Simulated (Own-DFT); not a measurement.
# PBE and PBEsol under strain: C40 NbSi2, 36 atoms (Nb12Si24)

The numbers are computed, not measured, by runs of the plane-wave DFT program Own-DFT (in-house, retired, unreviewed) at fixed positions, with no spin and no spin-orbit coupling.

Keep in mind: forces on such cells failed a check on a denser k mesh; stress not checked against mesh or cutoff.

Each geometry was run with PBE and with PBEsol, otherwise alike: PseudoDojo norm-conserving scalar-relativistic files made for PBE; cutoff 42 hartree; 4 x 4 x 5 k mesh centred on Gamma; cold (Marzari-Vanderbilt) smearing of 0.2 eV. Unstrained cell vectors in Å: (0.000, 8.324, 0.000); (-9.613, 0.000, 0.000); (0.000, 0.000, 6.586). Each has a uniform strain, of which the change of volume is shown, and random moves of rms u per axis.

```
run,volume change (%),u (Å),P with PBE (GPa),P with PBEsol (GPa)
1,0.88,0.0495,1.23,-2.39
2,0.37,0.0504,2.29,-1.35
3,0.05,0.0492,3.33,-0.32
4,-0.68,0.0512,3.53,-0.15
5,0.88,0.0458,0.75,-2.87
6,1.78,0.0484,-0.62,-4.20
7,2.25,0.0487,-1.11,-4.67
8,1.40,0.0440,0.27,-3.31
9,0.62,0.0487,2.53,-1.10
10,4.52,0.0515,-4.46,-7.92
11,2.03,0.0493,-0.56,?
```

Asked: by how much does PBEsol shrink this cell, and what belongs in the blank?

## Answer

Write v for the change of volume as a fraction. Fitted to v and u², the PBE pressure has a slope of -167 ± 11 GPa in v, with the ions held to the strained lattice. The difference PBEsol less PBE is -3.65 + 4.3 v GPa (slope ± 0.1) and averages -3.60 GPa. Divided by the mean slope of the two, 164 GPa, that makes PBEsol's volume at a given pressure, near -1 GPa, about 2.2 % smaller, or 0.73 % in lengths. At one volume PBEsol's slope is the smaller by 4 GPa, but its pressure there is lower too. If stiffness rises by about 4 GPa for each GPa, PBEsol at equal pressure is stiffer by about 10 GPa. Files made for PBEsol would give a different shift.

For run 11 the line gives -4.13 GPa. The run itself gave -4.13 GPa.
